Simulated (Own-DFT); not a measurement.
# Bulk modulus against bond length in tetrahedral crystals

No measurement is shown. These are fixed-geometry runs of a retired plane-wave code named Own-DFT, which no person has reviewed; spin and spin-orbit coupling are neglected.

Known weak points (not all hold for every row): forces on such cells moved up to 12 meV/angstrom on a denser k mesh; forces not confirmed at this smearing and k mesh; k mesh not checked against a denser one; forces on such cells passed a denser k mesh, each cell not checked; stress not checked against mesh or cutoff.

All runs are PBE with PseudoDojo norm-conserving files; cutoff and k mesh are each material's own. Every cell starts from measured lattice constants and was given uniform random strains and small random moves of its atoms. Each triple is the change of volume in per cent, the rms move u in Å and the pressure in GPa.

- 4H SiC (C36Si36), 10.36 Å³/atom unstrained: (-2.55, 0.051, 11.89); (-0.18, 0.051, 6.14); (0.22, 0.050, 4.92); (2.47, 0.050, -0.12); (2.48, 0.051, 0.14); (2.64, 0.053, -0.74); (3.96, 0.048, -3.22)
- wurtzite GaN (Ga48N48), 11.42 Å³/atom unstrained: (-2.24, 0.049, 12.43); (-1.70, 0.051, 11.73); (-0.97, 0.049, 9.94); (-0.76, 0.046, 9.38); (1.91, 0.051, 3.79); (2.04, 0.047, 3.62); (2.84, 0.046, 2.14)
- diamond silicon (Si64), 20.02 Å³/atom unstrained: withheld
- zincblende GaP (Ga32P32), 20.24 Å³/atom unstrained: (-2.41, 0.051, 5.52); (-2.11, 0.051, 5.48); (-1.32, 0.049, 4.62); (2.45, 0.047, 1.31); (2.61, 0.053, 1.24); (3.25, 0.052, 0.74); (3.58, 0.051, 0.50)
- zincblende InP (In48P48), 25.27 Å³/atom unstrained: (-1.69, 0.051, 5.15); (-1.27, 0.051, 4.76); (-1.02, 0.051, 4.36); (-0.23, 0.054, 3.88); (0.03, 0.049, 3.78); (0.52, 0.049, 3.15); (1.72, 0.051, 2.48)
- grey tin (Sn64), 34.15 Å³/atom unstrained: (-2.58, 0.049, 5.11); (-2.00, 0.050, 4.89); (-1.59, 0.051, 4.70); (-0.85, 0.051, 4.27); (0.52, 0.046, 3.54); (0.54, 0.051, 3.58); (1.34, 0.053, 3.09)

## Analysis

Fit a line to each set against the fractional change of volume; B is minus its slope, and u is nearly the same within a set. To take it to zero pressure, assume that B rises by 4 GPa for each GPa: B0 = B - 4 x (mean pressure). The bond length of an ideal tetrahedral crystal with the unstrained volume v is d = (√3/4)(8 v)^(1/3). Cohen's empirical rule reads B0 = (1971 - 220 L) d^(-3.5) GPa, with L = 0 for group IV crystals and SiC and 1 for III-V compounds.

| material | L | d (Å) | B (GPa) | mean P (GPa) | B0 (GPa) | rule (GPa) |
|---|---|---|---|---|---|---|
| 4H SiC (C36Si36) | 0 | 1.888 | 234 ± 5 | 2.7 | 223 ± 5 | 213 |
| wurtzite GaN (Ga48N48) | 1 | 1.950 | 208 ± 3 | 7.6 | 178 ± 3 | 169 |
| diamond silicon (Si64) | 0 | 2.352 | ? | ? | ? | 99 |
| zincblende GaP (Ga32P32) | 1 | 2.360 | 86 ± 1 | 2.8 | 75 ± 1 | 87 |
| zincblende InP (In48P48) | 1 | 2.541 | 78 ± 4 | 3.9 | 62 ± 4 | 67 |
| grey tin (Sn64) | 0 | 2.810 | 52 ± 1 | 4.2 | 36 ± 1 | 53 |

A line through ln[B0/(1971 - 220 L)] against ln d has a slope of -4.5 ± 0.3 and a scatter of 10 %. Against the rule, B0 stands at 104 % for 4H SiC, 105 % for wurtzite GaN, 87 % for zincblende GaP, 93 % for zincblende InP, 67 % for grey tin. PBE tends to make silicon and heavier crystals too soft, and the rule itself is only a guide.

## Check

The question: what B0 does the fitted trend give for diamond silicon (Si64)?

The straight line predicts 87 GPa. Its own runs give B = 101 ± 2 GPa at a mean pressure of 2.9 GPa, so B0 = 89 GPa.
